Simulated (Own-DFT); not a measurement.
# Computed records: GaN (wurtzite, strained, atoms displaced)

All values are calculated (Own-DFT development build). A calculation, not a measurement: plane-wave PBE density functional theory by an unreviewed code, no spin, of a simulated periodic cell, stress positive in tension, free energy of the whole cell less one offset for each atom, forces on such cells passed a denser k mesh, this cell's mesh not checked; offsets are fitted by least squares, one for each functional and potential file, so energies compare only between cells with the same atoms and settings and are not formation energies; the far tail of each file's local potential was reset to the Coulomb form; each entry is a single point on an unrelaxed cell, so the pressure reflects the starting lattice, mostly measured values (interpolated for alloys), from which strain is counted, and rises with the displacements; printed positions are rounded, which can move forces by about a meV/angstrom; the program, named Own-DFT, is a retired in-house code; no spin-orbit coupling.

Settings shared by all entries: functional PBE; potential files PseudoDojo norm-conserving, scalar-relativistic, standard set; wave cutoff 42 hartree; occupations Fermi-Dirac; smearing width 0.1 eV; hardware one NVIDIA H200; k mesh 3 x 4 x 3 centred on Gamma.

(1) GaN (wurtzite, strained, atoms displaced)

```
GaN
1.0
     12.5596     0.1086     0.0543
     -4.6393     8.2416     0.1333
      0.0442     0.1923    10.1654
Ga N Ga N Ga N Ga N Ga N Ga N Ga N Ga N Ga N Ga N Ga N Ga N Ga N Ga N Ga N Ga N Ga N Ga N Ga N Ga N Ga N Ga N Ga N Ga N
2 2 2 2 2 2 2 2 2 2 2 2 2 2 2 2 2 2 2 2 2 2 2 2 2 2 2 2 2 2 2 2 2 2 2 2 2 2 2 2 2 2 2 2 2 2 2 2
Direct
  0.08414 0.22481 0.99710
  0.17638 0.12301 0.24783
  0.09127 0.23152 0.18659
  0.15895 0.11529 0.43656
  0.08800 0.22476 0.50475
  0.16252 0.10626 0.74321
  0.07843 0.22577 0.69287
  0.16328 0.11198 0.93975
  0.09189 0.57592 0.99901
  0.17030 0.44420 0.25767
  0.07650 0.54870 0.18245
  0.15350 0.43434 0.44065
  0.07232 0.55006 0.49583
  0.16224 0.45198 0.74705
  0.08486 0.56146 0.69087
  0.16565 0.45084 0.93965
  0.08832 0.89054 0.99950
  0.16057 0.76876 0.25289
  0.07718 0.87954 0.19170
  0.16841 0.78529 0.43620
  0.08098 0.88515 0.50489
  0.16677 0.78435 0.75346
  0.07388 0.88784 0.68787
  0.17100 0.78149 0.94560
  0.33411 0.22269 0.00411
  0.41280 0.10793 0.25319
  0.33615 0.22978 0.18910
  0.42432 0.11626 0.44341
  0.33157 0.22372 0.50221
  0.40643 0.09334 0.75555
  0.34251 0.23166 0.69128
  0.42926 0.12652 0.93487
  0.33554 0.55765 0.99643
  0.42371 0.44450 0.25360
  0.34073 0.56607 0.18825
  0.41641 0.44726 0.43506
  0.33578 0.56042 0.49594
  0.41646 0.43669 0.74447
  0.33461 0.56162 0.69111
  0.40708 0.44030 0.94061
  0.33521 0.89491 0.99588
  0.41438 0.77013 0.25007
  0.33704 0.88728 0.18360
  0.41560 0.77433 0.43932
  0.32771 0.88935 0.50538
  0.41835 0.78327 0.74137
  0.33309 0.88622 0.69256
  0.41385 0.77725 0.94121
  0.57808 0.20774 0.99583
  0.67076 0.11987 0.25636
  0.58058 0.22110 0.19426
  0.66636 0.10729 0.43209
  0.58450 0.22117 0.50414
  0.67660 0.12311 0.74875
  0.57826 0.21150 0.69006
  0.66811 0.11737 0.94234
  0.58178 0.55842 0.99952
  0.66015 0.44038 0.24268
  0.58162 0.55046 0.18578
  0.66347 0.44561 0.44372
  0.58380 0.55557 0.50389
  0.66715 0.44070 0.74603
  0.58352 0.55724 0.68487
  0.66976 0.45020 0.93090
  0.57347 0.88032 0.00175
  0.66277 0.78144 0.24531
  0.58504 0.89478 0.19504
  0.67422 0.77634 0.43301
  0.58204 0.89076 0.49863
  0.66936 0.78305 0.74639
  0.57752 0.88536 0.68638
  0.66531 0.77027 0.94334
  0.83010 0.22022 0.99952
  0.90791 0.09972 0.25600
  0.83639 0.22812 0.19893
  0.92190 0.11777 0.44144
  0.82823 0.21622 0.50611
  0.91914 0.11481 0.75590
  0.83391 0.23022 0.69785
  0.91717 0.11163 0.94128
  0.83577 0.56249 0.00458
  0.91843 0.44450 0.24407
  0.83890 0.56258 0.19206
  0.91202 0.43288 0.43852
  0.84339 0.56419 0.49685
  0.90793 0.43995 0.75000
  0.82410 0.55203 0.69530
  0.91562 0.44403 0.94628
  0.83967 0.88585 0.99785
  0.91873 0.77292 0.25606
  0.83146 0.89643 0.19090
  0.91851 0.77948 0.44662
  0.83367 0.88076 0.50106
  0.92256 0.78418 0.75398
  0.82739 0.88192 0.68752
  0.91649 0.77593 0.93850
```

| Property | Result |
| --- | --- |
| free energy of cell above offsets | 28.771 eV |
| pressure | 15.53 GPa |
| stress xx | -16.66 GPa |
| stress yy | -12.56 GPa |
| stress zz | -17.36 GPa |
| stress yz | 3.8 GPa |
| stress xz | 1.66 GPa |
| stress xy | 2.13 GPa |
| wall time | 1170 s |

Force:
| element | x (eV/Å) | y (eV/Å) | z (eV/Å) |
| --- | --- | --- | --- |
| Ga | -0.742 | 1.005 | 0.815 |
| Ga | -1.868 | -1.779 | 0.092 |
| N | -0.842 | -0.853 | 0.278 |
| N | 3.089 | -1.278 | 0.555 |
| Ga | -2.31 | -0.471 | 0.177 |
| Ga | 0.229 | 1.636 | 1.178 |
| N | 1.419 | 0.361 | -0.214 |
| N | 1.62 | -0.523 | -0.854 |
| Ga | -0.386 | -4.517 | 0.158 |
| Ga | -0.421 | 0.003 | -1.981 |
| N | 1.906 | 1.508 | 1.577 |
| N | 1.396 | 2.45 | 0.488 |
| Ga | 1.142 | 0.639 | 0.886 |
| Ga | 2.128 | -0.707 | 1.072 |
| N | -2.335 | 0.913 | -0.873 |
| N | 0.332 | 0.061 | -0.43 |
| Ga | -1.637 | 0.252 | 1.039 |
| Ga | 0.988 | 0.295 | -1.471 |
| N | 1.048 | 2.03 | -0.517 |
| N | -0.067 | -1.05 | 1.109 |
| Ga | -0.147 | 1.209 | -1.67 |
| Ga | -0.066 | -1.379 | -0.211 |
| N | 2.966 | 1.218 | 0.19 |
| N | -0.201 | 2.433 | -2.127 |
| Ga | -0.419 | 0.134 | -1.076 |
| Ga | 0.774 | -0.519 | -0.064 |
| N | 1.026 | -0.385 | 0.293 |
| N | -1.832 | -1.075 | -0.2 |
| Ga | 0.287 | -0.077 | -0.632 |
| Ga | 1.042 | 2.541 | -1.122 |
| N | -1.339 | -3.253 | -0.747 |
| N | -3.212 | -2.413 | 0.379 |
| Ga | -1.595 | -0.428 | 0.557 |
| Ga | -1.489 | 0.308 | -1.055 |
| N | -0.163 | -2.145 | 0.055 |
| N | 0.217 | -0.425 | 1.351 |
| Ga | -0.992 | -1.318 | 1.082 |
| Ga | -0.611 | 2.649 | 1.587 |
| N | -0.099 | -0.787 | -0.76 |
| N | 2.054 | 0.071 | -0.899 |
| Ga | 0.698 | 0.327 | 0.877 |
| Ga | 0.226 | 1.772 | 0.236 |
| N | -1.575 | 0.497 | 0.916 |
| N | -0.723 | 1.438 | 0.138 |
| Ga | 1.26 | 0.191 | -1.285 |
| Ga | 0.696 | -1.993 | 1.886 |
| N | -2.01 | 0.159 | -0.458 |
| N | -0.049 | 0.581 | -1.44 |
| Ga | 0.961 | 3.796 | 1.941 |
| Ga | -0.138 | -0.739 | -2.531 |
| N | -0.107 | -0.072 | -1.24 |
| N | -0.043 | 0.545 | 3.32 |
| Ga | 0.343 | 0.638 | -0.487 |
| Ga | -2.258 | -2.524 | 1.09 |
| N | -0.302 | 0.614 | 0.417 |
| N | 1.27 | -2.113 | -0.918 |
| Ga | 0.169 | -2.121 | -0.882 |
| Ga | 1.791 | 0.163 | 1.604 |
| N | -0.296 | 1.751 | 0.039 |
| N | 1.684 | -0.252 | -1.066 |
| Ga | -0.335 | 0.405 | -1.263 |
| Ga | -2.171 | -1.009 | 0.387 |
| N | -0.212 | 0.169 | 1.465 |
| N | -0.18 | -0.773 | 1.946 |
| Ga | 1.567 | 1.144 | 0.253 |
| Ga | 1.439 | -1.059 | 0.347 |
| N | -1.145 | 0.43 | -1.001 |
| N | -1.516 | 0.14 | 0.751 |
| Ga | 0.873 | -0.931 | -0.606 |
| Ga | -1.19 | -1.693 | 1.083 |
| N | 1.609 | 1.887 | 0.152 |
| N | -0.287 | 2.306 | -0.899 |
| Ga | 0.545 | 0.471 | 1.447 |
| Ga | 1.28 | 2.229 | -0.211 |
| N | -0.241 | -0.802 | -1.653 |
| N | -0.325 | -1.258 | 0.966 |
| Ga | 0.648 | -0.389 | -0.695 |
| Ga | -0.854 | -1.239 | -0.63 |
| N | 1.735 | -0.832 | -1.613 |
| N | -0.009 | -0.311 | 0.172 |
| Ga | -0.483 | -1.734 | -0.729 |
| Ga | -0.571 | -0.695 | 0.788 |
| N | -1.384 | -0.752 | 0.177 |
| N | -0.611 | 1.171 | -0.125 |
| Ga | -1.841 | -2.456 | 0.987 |
| Ga | 0.881 | 2.052 | 1.5 |
| N | 2.657 | 2.1 | -1.792 |
| N | 0.479 | 0.785 | -0.887 |
| Ga | -2.143 | 0.674 | 1.079 |
| Ga | -1.839 | 0.808 | -0.293 |
| N | 1.293 | -1.904 | -0.726 |
| N | 1.174 | 0.074 | -1.099 |
| Ga | -1.361 | 1.823 | -0.185 |
| Ga | -3.047 | -2.567 | 0.018 |
| N | 1.404 | 1.944 | 0.613 |
| N | 1.676 | 0.799 | 0.099 |

(2) GaN (wurtzite, strained, atoms displaced)

```
GaN
1.0
     12.7433     0.0078     0.1401
     -4.7737     8.2182     0.0780
      0.1139     0.1634    10.4381
Ga N Ga N Ga N Ga N Ga N Ga N Ga N Ga N Ga N Ga N Ga N Ga N Ga N Ga N Ga N Ga N Ga N Ga N Ga N Ga N Ga N Ga N Ga N Ga N
2 2 2 2 2 2 2 2 2 2 2 2 2 2 2 2 2 2 2 2 2 2 2 2 2 2 2 2 2 2 2 2 2 2 2 2 2 2 2 2 2 2 2 2 2 2 2 2
Direct
  0.08892 0.22442 0.00164
  0.17194 0.11867 0.25695
  0.07892 0.21723 0.18638
  0.17022 0.11460 0.43960
  0.08233 0.22840 0.48950
  0.16657 0.10692 0.75160
  0.08382 0.22021 0.69238
  0.15854 0.10971 0.94090
  0.08506 0.56243 0.00895
  0.16839 0.44657 0.24450
  0.08458 0.56146 0.19012
  0.16314 0.44236 0.43752
  0.09035 0.55469 0.49791
  0.17242 0.44613 0.75404
  0.08246 0.56161 0.68636
  0.16888 0.43810 0.93550
  0.08176 0.89399 0.00106
  0.16955 0.78204 0.24897
  0.08723 0.89173 0.18183
  0.16795 0.77848 0.43161
  0.08398 0.89014 0.50443
  0.15908 0.77130 0.75399
  0.07511 0.88196 0.68706
  0.16726 0.77818 0.93412
  0.32757 0.21976 0.99534
  0.42402 0.11699 0.24590
  0.32927 0.22290 0.18643
  0.41277 0.10479 0.44082
  0.33268 0.22146 0.49695
  0.42184 0.12290 0.75952
  0.33535 0.22359 0.70228
  0.40402 0.11167 0.93953
  0.32548 0.54505 0.99533
  0.41621 0.44609 0.24847
  0.33051 0.55360 0.18992
  0.41097 0.43712 0.43556
  0.33211 0.55618 0.49861
  0.41685 0.44583 0.76016
  0.33005 0.55611 0.68409
  0.41487 0.45072 0.94379
  0.32536 0.87510 0.99884
  0.41361 0.76262 0.23666
  0.32534 0.88898 0.18792
  0.40668 0.77278 0.44457
  0.33369 0.89820 0.50669
  0.41866 0.78302 0.74681
  0.32666 0.87913 0.69000
  0.41082 0.77920 0.94396
  0.58841 0.22600 0.01087
  0.66743 0.11469 0.25539
  0.59170 0.22602 0.19110
  0.66339 0.11104 0.43741
  0.58465 0.21088 0.50797
  0.66751 0.11340 0.74554
  0.58013 0.21415 0.69983
  0.66264 0.11069 0.94581
  0.58542 0.55716 0.00277
  0.66202 0.43822 0.24556
  0.58242 0.56355 0.19078
  0.66648 0.44486 0.43486
  0.58259 0.55106 0.49978
  0.67579 0.45297 0.75133
  0.58016 0.54713 0.68558
  0.67426 0.45212 0.93273
  0.58114 0.88741 0.00234
  0.67124 0.78375 0.25186
  0.57974 0.88546 0.19634
  0.66343 0.77606 0.44291
  0.57799 0.89462 0.48993
  0.65744 0.76000 0.75237
  0.59426 0.88739 0.68356
  0.66940 0.78173 0.93320
  0.83568 0.22572 0.99381
  0.91170 0.10907 0.24605
  0.83350 0.22186 0.18327
  0.91633 0.10934 0.44178
  0.83909 0.22804 0.48869
  0.92675 0.10575 0.74554
  0.83560 0.21549 0.68976
  0.91899 0.12153 0.94497
  0.83260 0.56669 0.00866
  0.91346 0.44051 0.25495
  0.83469 0.55008 0.19155
  0.92109 0.46041 0.43881
  0.83629 0.55931 0.50036
  0.92370 0.44702 0.75639
  0.83258 0.56208 0.69659
  0.91301 0.44717 0.93465
  0.84092 0.89539 0.00152
  0.91740 0.78014 0.24337
  0.83749 0.89195 0.19262
  0.92017 0.77924 0.43878
  0.84795 0.90355 0.49783
  0.91308 0.77230 0.74568
  0.83392 0.88569 0.68995
  0.92389 0.77502 0.93059
```

| Quantity | Value |
| --- | --- |
| free energy of cell above offsets | 26.029 eV |
| pressure | 8.4 GPa |
| stress xx | -8.81 GPa |
| stress yy | -10.97 GPa |
| stress zz | -5.43 GPa |
| stress yz | 3.57 GPa |
| stress xz | 3.16 GPa |
| stress xy | 0.32 GPa |
| wall time | 1157 s |

Force:
| element | x (eV/Å) | y (eV/Å) | z (eV/Å) |
| --- | --- | --- | --- |
| Ga | -2.032 | -0.508 | 0.34 |
| Ga | -0.98 | -1.359 | -0.975 |
| N | 0.626 | 0.89 | 0.941 |
| N | -0.889 | -0.185 | 0.323 |
| Ga | 1.039 | -1.327 | 1.914 |
| Ga | -0.371 | -0.19 | -0.138 |
| N | 1.609 | 1.317 | -1.552 |
| N | 1.594 | 0.218 | -1.072 |
| Ga | -0.526 | -1.175 | -1.529 |
| Ga | -1.267 | -0.899 | 0.721 |
| N | 0.118 | -0.878 | 0.251 |
| N | 1.107 | 0.663 | -1.193 |
| Ga | -1.754 | 1.397 | 0.666 |
| Ga | -1.598 | -0.481 | -1.015 |
| N | 1.346 | -1.091 | -0.249 |
| N | -1.543 | 1.158 | 0.669 |
| Ga | 0.948 | -1.014 | -0.323 |
| Ga | -1.501 | -0.39 | 0.727 |
| N | -0.691 | 0.263 | 1.189 |
| N | -0.236 | 0.395 | 1.335 |
| Ga | 0.528 | -0.674 | -0.934 |
| Ga | 0.375 | 0.83 | -0.793 |
| N | 1.487 | 1.167 | 0.348 |
| N | -0.895 | -0.096 | 0.888 |
| Ga | -0.766 | 0.325 | 1.05 |
| Ga | -1.541 | -1.241 | 0.55 |
| N | 1.645 | 0.727 | -0.211 |
| N | 0.859 | 2.372 | -0.941 |
| Ga | 0.4 | -0.186 | 1.49 |
| Ga | -0.785 | -2.081 | -0.359 |
| N | -0.547 | 0.159 | -1.767 |
| N | 2.711 | -0.527 | 1.043 |
| Ga | 0.134 | 1.862 | 0.993 |
| Ga | -0.055 | -0.621 | 0.286 |
| N | 0.538 | -1.343 | -1.443 |
| N | 0.355 | 1.285 | 0.076 |
| Ga | 0.262 | -0.776 | 0.287 |
| Ga | -0.489 | 0.016 | -1.386 |
| N | 1.519 | 0.221 | 0.775 |
| N | 1.472 | -0.494 | -0.172 |
| Ga | -0.959 | 2.298 | 0.62 |
| Ga | -1.773 | 2.642 | 2.3 |
| N | 3.049 | 0.871 | -0.822 |
| N | 0.771 | 1.212 | -1.591 |
| Ga | -0.343 | -2.706 | -0.254 |
| Ga | 0.519 | -0.189 | 0.052 |
| N | -0.023 | 1.656 | 0.526 |
| N | 2.044 | -0.965 | -0.994 |
| Ga | -1.037 | -0.142 | -2.258 |
| Ga | 0.748 | -0.975 | -0.987 |
| N | -1.162 | -0.518 | -0.122 |
| N | 1.58 | 1.008 | -0.271 |
| Ga | -2.241 | 1.85 | 0.146 |
| Ga | 1.485 | -1.181 | 1.246 |
| N | 0.629 | 1.666 | -1.667 |
| N | 0.587 | 0.127 | -0.897 |
| Ga | -0.245 | 0.136 | -0.304 |
| Ga | -0.001 | 1.97 | 1.434 |
| N | 1.049 | -0.707 | -0.6 |
| N | 0.598 | -0.815 | 0.512 |
| Ga | -0.565 | 0.184 | -0.299 |
| Ga | -1.738 | -1.699 | -0.197 |
| N | 0.144 | -0.362 | 0.564 |
| N | -1.067 | -0.539 | 1.974 |
| Ga | 0.056 | -0.116 | -0.097 |
| Ga | -0.483 | -0.578 | 1.069 |
| N | 0.736 | 0.945 | -0.896 |
| N | 0.646 | 0.929 | -0.799 |
| Ga | 0.993 | -2.639 | 1.406 |
| Ga | 0.995 | 1.748 | -1.041 |
| N | -2.314 | 0.335 | 0.101 |
| N | 0.1 | -0.126 | 1.513 |
| Ga | -1.157 | -0.002 | 0.305 |
| Ga | 0.689 | 0.653 | 0.371 |
| N | -0.422 | 0.171 | 1.022 |
| N | -0.141 | 2.345 | -2.1 |
| Ga | -0.9 | 0.075 | 2.249 |
| Ga | -2.918 | -0.523 | 1.313 |
| N | -0.035 | 1.15 | -0.716 |
| N | 1.455 | -1.094 | -1.056 |
| Ga | 1.146 | -1.303 | -1.138 |
| Ga | 0.763 | 0.353 | -0.597 |
| N | -1.163 | 0.852 | -0.205 |
| N | 1.148 | -1.773 | -0.22 |
| Ga | -1.349 | -0.003 | 0.781 |
| Ga | -1.208 | -1.006 | -1.363 |
| N | 2.086 | -1.57 | -2.324 |
| N | 0.717 | 0.772 | 1.827 |
| Ga | -0.469 | -0.287 | -0.916 |
| Ga | 1.274 | -0.451 | 1.42 |
| N | -0.557 | -0.465 | -1.072 |
| N | -0.17 | 0.662 | -0.839 |
| Ga | -1.524 | -3.85 | 1.542 |
| Ga | -0.45 | 1.169 | 0.759 |
| N | -0.36 | -0.109 | -0.437 |
| N | -1.439 | 1.18 | 1.22 |

(3) GaN (wurtzite, strained, atoms displaced)

```
GaN
1.0
     12.5416    -0.0034    -0.0620
     -4.7053     8.4123    -0.1276
     -0.0504    -0.1888    10.5733
Ga N Ga N Ga N Ga N Ga N Ga N Ga N Ga N Ga N Ga N Ga N Ga N Ga N Ga N Ga N Ga N Ga N Ga N Ga N Ga N Ga N Ga N Ga N Ga N
2 2 2 2 2 2 2 2 2 2 2 2 2 2 2 2 2 2 2 2 2 2 2 2 2 2 2 2 2 2 2 2 2 2 2 2 2 2 2 2 2 2 2 2 2 2 2 2
Direct
  0.07343 0.21564 0.00522
  0.16345 0.09762 0.23761
  0.08396 0.22697 0.18938
  0.17252 0.11393 0.44407
  0.07664 0.22294 0.50853
  0.17080 0.10834 0.75531
  0.08546 0.22555 0.69013
  0.17563 0.12287 0.94004
  0.08049 0.55212 0.00935
  0.16395 0.44268 0.24989
  0.08672 0.55189 0.17950
  0.17102 0.44511 0.45315
  0.08136 0.55569 0.50718
  0.16498 0.44514 0.74201
  0.07498 0.54581 0.68460
  0.16883 0.43428 0.93916
  0.07770 0.88269 0.00041
  0.17136 0.78349 0.24620
  0.08566 0.88120 0.17929
  0.16694 0.77726 0.44852
  0.08536 0.88696 0.49233
  0.16128 0.77967 0.75080
  0.08069 0.88977 0.69307
  0.17074 0.77621 0.93920
  0.33040 0.21677 0.00363
  0.42407 0.12203 0.25332
  0.32781 0.21885 0.18812
  0.41951 0.11712 0.44044
  0.33086 0.22350 0.49871
  0.41136 0.10390 0.74987
  0.33508 0.23000 0.68892
  0.41044 0.11141 0.93003
  0.34064 0.56073 0.99036
  0.41259 0.44852 0.24974
  0.33782 0.54682 0.19055
  0.42218 0.44721 0.44038
  0.32167 0.54880 0.51250
  0.42906 0.45586 0.75208
  0.33492 0.55198 0.69196
  0.41720 0.45034 0.94672
  0.33385 0.89666 0.00055
  0.42215 0.77231 0.24936
  0.33536 0.89456 0.18250
  0.41395 0.77873 0.43323
  0.33874 0.89199 0.49396
  0.41524 0.77451 0.75043
  0.33856 0.88831 0.69128
  0.41490 0.78658 0.93343
  0.58907 0.22694 0.99800
  0.66854 0.11269 0.24353
  0.58809 0.22317 0.18885
  0.65197 0.10045 0.43648
  0.58479 0.21955 0.50482
  0.67163 0.10691 0.76001
  0.58418 0.22468 0.68954
  0.66899 0.11467 0.93943
  0.59384 0.55934 0.99332
  0.66703 0.44564 0.24933
  0.58452 0.56681 0.18513
  0.66755 0.44553 0.44824
  0.58259 0.55835 0.49314
  0.66115 0.44142 0.75042
  0.58451 0.55361 0.68139
  0.67084 0.44505 0.92920
  0.58405 0.88741 0.99879
  0.66388 0.77157 0.25051
  0.58566 0.90055 0.19634
  0.66980 0.78325 0.43621
  0.58534 0.88966 0.50015
  0.65621 0.76750 0.75007
  0.57869 0.88663 0.68614
  0.66513 0.77313 0.93128
  0.83739 0.22048 0.99893
  0.92280 0.11409 0.25604
  0.83318 0.22138 0.18955
  0.92220 0.11307 0.44693
  0.83840 0.22906 0.48910
  0.91509 0.11822 0.74301
  0.83617 0.23930 0.69364
  0.91875 0.11862 0.93229
  0.84059 0.55539 0.99597
  0.91656 0.45249 0.24226
  0.83205 0.55890 0.18493
  0.92319 0.45107 0.43742
  0.82991 0.55293 0.49403
  0.91354 0.44340 0.75173
  0.83975 0.55448 0.68800
  0.91375 0.44001 0.93178
  0.83177 0.88669 0.99521
  0.91346 0.77683 0.24836
  0.83611 0.89836 0.19173
  0.92015 0.77973 0.45000
  0.83467 0.89035 0.49965
  0.91493 0.78292 0.74959
  0.83447 0.89191 0.69255
  0.91230 0.78007 0.93826
```

| Item | Value |
| --- | --- |
| free energy of cell above offsets | 26.260 eV |
| pressure | 4.87 GPa |
| stress xx | -12.2 GPa |
| stress yy | -2.28 GPa |
| stress zz | -0.14 GPa |
| stress yz | -4.34 GPa |
| stress xz | -1.62 GPa |
| stress xy | 0 GPa |
| wall time | 1145 s |

Force:
| element | x (eV/Å) | y (eV/Å) | z (eV/Å) |
| --- | --- | --- | --- |
| Ga | 2.3 | 1.584 | -0.812 |
| Ga | -0.434 | 1.465 | 1.889 |
| N | 0.361 | -1.139 | 0.246 |
| N | -2.46 | -1.443 | -1.732 |
| Ga | 3.313 | 0.76 | 0.206 |
| Ga | -0.656 | 1.012 | -0.452 |
| N | -0.066 | -0.845 | 0.168 |
| N | -2.541 | -2.473 | 0.052 |
| Ga | 1.5 | 0.151 | -3.807 |
| Ga | 1.481 | 0.532 | 0.882 |
| N | -1.069 | 0.756 | 3.007 |
| N | -3.227 | -1.733 | -2.607 |
| Ga | 0.846 | 0.818 | -0.543 |
| Ga | 0.26 | -0.284 | 1.993 |
| N | 0.615 | 1.482 | 1.076 |
| N | -1.278 | 0.871 | -0.204 |
| Ga | 1.223 | 1.03 | -1.504 |
| Ga | 1.027 | -0.917 | 0.909 |
| N | -1.645 | -0.185 | 1.175 |
| N | 0.712 | -0.728 | -1.958 |
| Ga | -0.019 | 1.748 | 1.812 |
| Ga | 1.328 | -0.739 | 0.003 |
| N | 0.222 | 0.322 | -0.716 |
| N | -1.706 | -0.81 | -0.199 |
| Ga | 0.997 | 1.973 | 0.216 |
| Ga | -0.625 | -0.978 | 0.057 |
| N | 1.239 | 0.643 | 0.158 |
| N | -0.2 | -0.62 | -0.553 |
| Ga | 1.474 | 1.184 | 1 |
| Ga | 0.34 | 1.257 | -0.85 |
| N | 0.405 | -0.3 | 0.017 |
| N | 1.556 | 0.202 | 1.494 |
| Ga | -2.192 | 0.441 | 1.299 |
| Ga | 2.735 | -1.982 | 1.333 |
| N | -3.643 | 2.329 | -1.474 |
| N | -1.99 | -0.617 | -0.725 |
| Ga | 3.905 | 2.206 | -0.755 |
| Ga | -1.382 | -2.034 | 0.616 |
| N | -0.24 | 0.649 | 0.354 |
| N | 2.768 | -1.043 | -1.538 |
| Ga | 0.279 | 0.283 | -0.214 |
| Ga | -1.501 | 0.185 | 0.018 |
| N | 0.664 | -0.086 | 1.133 |
| N | 1.083 | -1.194 | 0.534 |
| Ga | -0.591 | 0.694 | 1.171 |
| Ga | -0.259 | 0.178 | -0.095 |
| N | -1.533 | -0.497 | -1.126 |
| N | 1.243 | -0.798 | 0.779 |
| Ga | -1.444 | -0.129 | -0.119 |
| Ga | 0.04 | 0.381 | 1.654 |
| N | -0.899 | 1.103 | -0.898 |
| N | 2.646 | 1.059 | -0.646 |
| Ga | -0.717 | 0.811 | 0.651 |
| Ga | -1.195 | 0.685 | -1.915 |
| N | 0.254 | -0.993 | 0.456 |
| N | 0.419 | -1.102 | 0.626 |
| Ga | -1.52 | -0.497 | 1.049 |
| Ga | -0.693 | 0.053 | 0.59 |
| N | 0.904 | -2.092 | -0.35 |
| N | -0.55 | -0.893 | -2.132 |
| Ga | 0.683 | 0.674 | 0.848 |
| Ga | 1.707 | 0.173 | -1.401 |
| N | 0.162 | 0.758 | 0.133 |
| N | 0.144 | -0.288 | 1.542 |
| Ga | -0.604 | 0.391 | 0.592 |
| Ga | -0.051 | 2.271 | 0.298 |
| N | 1.009 | -2.06 | -1.99 |
| N | 0.115 | -0.813 | -0.001 |
| Ga | -0.934 | -0.152 | 0.009 |
| Ga | 1.04 | 1.298 | -1.097 |
| N | 0.947 | 0.285 | 0.317 |
| N | -0.239 | 0.414 | 0.84 |
| Ga | -0.85 | 0.761 | 0.605 |
| Ga | -0.747 | 0.184 | 0.044 |
| N | 0.674 | 0.824 | -0.216 |
| N | -1.943 | -1.137 | -1.651 |
| Ga | -1.613 | -0.323 | 1.245 |
| Ga | 0.659 | -0.07 | 0.408 |
| N | 0.186 | -3.329 | -1.777 |
| N | -0.364 | -2.139 | -0.112 |
| Ga | -1.32 | 0.532 | -0.145 |
| Ga | 1.042 | -0.931 | 1.06 |
| N | 0.046 | 0.078 | -0.259 |
| N | -1.1 | -0.999 | -1.556 |
| Ga | 1.384 | 0.985 | 1.909 |
| Ga | 0.425 | 1.47 | 0.046 |
| N | -2.194 | 1.038 | -0.341 |
| N | 0.837 | -0.036 | 1.625 |
| Ga | -0.687 | 1.458 | 0.736 |
| Ga | 0.342 | 0.613 | 0.671 |
| N | 0.072 | -0.91 | -0.711 |
| N | -0.957 | -0.863 | -2.251 |
| Ga | 0.059 | 0.141 | 1.075 |
| Ga | 0.613 | -1.138 | -0.252 |
| N | -1.428 | 0.156 | -0.77 |
| N | 1.023 | -1.017 | -0.178 |
